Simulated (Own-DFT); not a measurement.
# Strain and stress in wurtzite GaN, 72 atoms (Ga36N36)

Calculated results; nothing here was measured. The program, named Own-DFT, is a retired in-house plane-wave density functional code that no person has reviewed. Each row is one single-point run on a periodic cell that was not relaxed, without spin or spin-orbit coupling.

Settings of every run: PBE; PseudoDojo norm-conserving scalar-relativistic files (stringent for Ga); cutoff 96 hartree; 4 x 4 x 3 k mesh centred on Gamma; Gaussian smearing of 0.01 eV.

Known limits: forces not confirmed at this smearing and k mesh; stress not checked against mesh or cutoff.

Unstrained cell vectors in Å: (9.567, 0.000, 0.000); (-4.783, 8.285, 0.000); (0.000, 0.000, 10.370). The unstrained cell has measured lattice constants (interpolated for alloys), not those of this functional. That, the random moves and any unrelaxed bonds set the pressure at no strain. Each run strains this cell uniformly, with the atoms carried along. Every atom was also moved at random, by a Gaussian of width 0.05 Å on each axis. Strain is the symmetric tensor, in per cent. Stress is positive in tension, and the pressure is minus a third of its trace.

| run | e_xx (%) | e_yy (%) | e_zz (%) | e_yz (%) | e_xz (%) | e_xy (%) | s_xx (GPa) | s_yy (GPa) | s_zz (GPa) | s_yz (GPa) | s_xz (GPa) | s_xy (GPa) | P (GPa) | E (meV/atom) |
|---|---|---|---|---|---|---|---|---|---|---|---|---|---|---|
| 1 | 1.71 | -1.17 | 1.81 | -1.37 | -0.72 | 1.35 | -1.61 | -9.23 | 0.94 | -3.11 | -2.10 | 4.54 | 3.30 | 18.1 |
| 2 | -1.39 | -0.29 | 0.03 | -0.61 | 1.78 | 1.35 | -14.14 | -10.95 | -6.89 | -1.67 | 4.69 | 5.26 | 10.66 | 30.6 |
| 3 | -1.74 | -0.30 | -1.97 | 1.07 | -0.21 | 0.86 | -17.71 | -13.20 | -17.60 | 3.17 | 0.38 | 4.42 | 16.17 | 49.5 |
| 4 | 1.26 | -0.73 | 0.66 | 1.92 | 1.44 | 0.92 | -1.66 | -10.24 | -4.42 | 4.40 | 2.44 | 2.07 | 5.44 | 27.3 |
| 5 | 0.66 | 1.40 | 1.66 | -0.21 | 1.78 | 1.68 | -2.86 | 0.12 | 0.40 | -0.07 | 3.83 | 5.31 | 0.78 | 18.5 |
| 6 | 0.12 | 0.21 | -1.58 | 0.65 | -1.29 | 1.16 | -9.10 | -7.78 | -14.34 | 1.20 | -2.73 | 5.01 | 10.41 | 45.2 |
| 7 | 0.38 | 1.63 | 1.24 | -1.40 | -0.48 | 0.67 | -3.51 | 0.20 | 0.45 | -2.31 | -0.91 | 2.89 | 0.96 | 7.1 |
| 8 | 1.41 | 0.70 | -1.94 | -1.60 | -1.50 | -0.78 | -1.05 | -4.14 | -16.12 | -2.53 | -3.13 | -2.37 | 7.10 | 25.8 |
| 9 | 0.18 | -1.76 | 1.49 | 0.00 | -0.30 | -0.51 | -5.68 | -14.64 | -3.08 | -0.35 | -0.42 | -1.36 | 7.80 | 29.4 |
| 10 | -0.01 | -1.15 | -0.83 | 1.80 | 0.09 | -0.17 | -7.96 | -11.78 | -14.23 | 3.12 | -0.65 | -0.38 | 11.32 | 32.6 |
| 11 | 1.15 | -0.27 | 1.28 | -0.91 | 1.61 | -0.11 | -1.96 | -3.81 | -2.23 | -1.21 | 3.54 | -1.02 | 2.67 | 0.0 |
| 12 | 0.60 | 0.24 | -0.45 | -0.66 | -1.42 | 1.89 | -4.74 | -5.51 | -9.30 | -0.80 | -2.92 | 5.62 | 6.52 | 25.4 |
| 13 | -0.37 | 0.27 | 1.07 | -0.47 | 0.47 | 0.55 | -7.53 | -5.08 | -3.64 | -0.25 | 1.21 | 2.12 | 5.42 | 20.5 |
| 14 | 1.60 | 1.81 | -1.70 | 1.12 | -1.62 | 1.44 | 0.68 | 0.45 | -12.51 | 2.18 | -3.39 | 3.32 | 3.79 | 11.4 |
| 15 | 1.02 | -0.07 | -1.48 | -1.59 | 1.26 | -0.22 | ? | ? | ? | ? | ? | ? | ? | ? |

E is the free energy for each atom above the lowest run shown.

## Worked fit

Each stress component was fitted by least squares to a constant and the strains of the runs shown, as fractions, with shears doubled. Shear strains stay in the fit of a normal stress only where such slopes are resolved. The slopes, in GPa:

```
stress,at no strain,per e_xx,per e_yy,per e_zz,scatter
s_xx,-7.5,453 ± 30,78 ± 29,59 ± 22,1.08
s_yy,-7.6,134 ± 33,421 ± 32,75 ± 24,1.20
s_zz,-7.8,32 ± 28,107 ± 27,458 ± 20,0.99
```

Each shear stress against twice its own strain: yz 98 ± 9, xz 109 ± 6, xy 159 ± 11 GPa. These are stiffnesses along x, y and z of the frame in which the cell vectors are given, which need not be the crystal's axes. The atoms are held to the strained lattice; where symmetry lets them move under strain, relaxing them would lower some slopes. The table should be nearly symmetric about its diagonal, and what it lacks of that shows the noise. A ninth of its sum, 202 ± 5 GPa, estimates the bulk modulus near the mean pressure of these runs, 6.6 GPa, so it lies above the value at zero pressure.

## Withheld run

Question: what normal stresses and pressure should run 15 give?

The fit gives s_xx = -3.8, s_yy = -7.6, s_zz = -14.3 and P = 8.6 GPa. The calculation gave -3.51, -10.34, -13.47 and P = 9.10 GPa.
